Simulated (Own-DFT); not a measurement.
# Stretching a layer in its plane: wurtzite AlGaN with randomly placed atoms, 96 atoms (Al12Ga36N48)

The numbers are computed, not measured, by runs of the plane-wave DFT program Own-DFT (in-house, retired, unreviewed) at fixed positions, with no spin and no spin-orbit coupling.

Settings: PBE; PseudoDojo norm-conserving scalar-relativistic files (stringent for Ga); cutoff 96 hartree; 3 x 4 x 3 k mesh centred on Gamma; Gaussian smearing of 0.01 eV.

Known weak points: k mesh not checked against a denser one; stress not checked against mesh or cutoff.

Unstrained cell vectors in Å: (12.679, 0.000, 0.000); (-4.755, 8.235, 0.000); (0.000, 0.000, 10.268). The unstrained cell has measured lattice constants (interpolated for alloys), not those of this functional. That, the random moves and any unrelaxed bonds set the pressure at no strain. Each run strains x and y alike by e, as a substrate would, and holds the height along z. Each atom got a random Gaussian move of width 0.05 Å along each axis. The random placing of the alloy's atoms differs from row to row. Stress is positive in tension.

```
e (%),u (Å),(s_xx + s_yy)/2 (GPa),s_zz (GPa)
-2.50,0.049,-22.89,-11.23
-2.25,0.048,-19.71,-11.18
-2.00,0.053,?,?
-1.75,0.051,-17.00,-11.00
-0.75,0.051,-11.18,-8.79
-0.25,0.049,-7.53,-8.56
0.25,0.049,-5.67,-5.99
1.75,0.052,0.92,-3.17
2.25,0.048,3.97,-3.88
3.00,0.055,6.33,-1.77
```

## Fit

With e as a fraction, the in-plane stress is -6.7 + 533 e - 3339 e² GPa (errors 11 and 700, scatter 0.59), and s_zz is -7.2 + 181 e GPa (slope ± 12, scatter 0.70). At e = 0 the first slope is C11 + C12 and the second 2 C13, both with the ions held to the strained lattice and at the cell's own pressure. The term in e² is negative: the layer stiffens under compression and softens under tension. A free layer would change its height as e changes, and the in-plane slope would drop by 2 C13²/C33 to the biaxial modulus. At fixed height, a misfit of 1 % moves the in-plane stress by about 5.3 GPa and s_zz by 1.8 GPa.

## Prediction

Asked: what are the two stresses at e = -2.00 %?

Estimate: -18.7 and -10.9 GPa. The run itself gave -20.14 and -9.59 GPa.
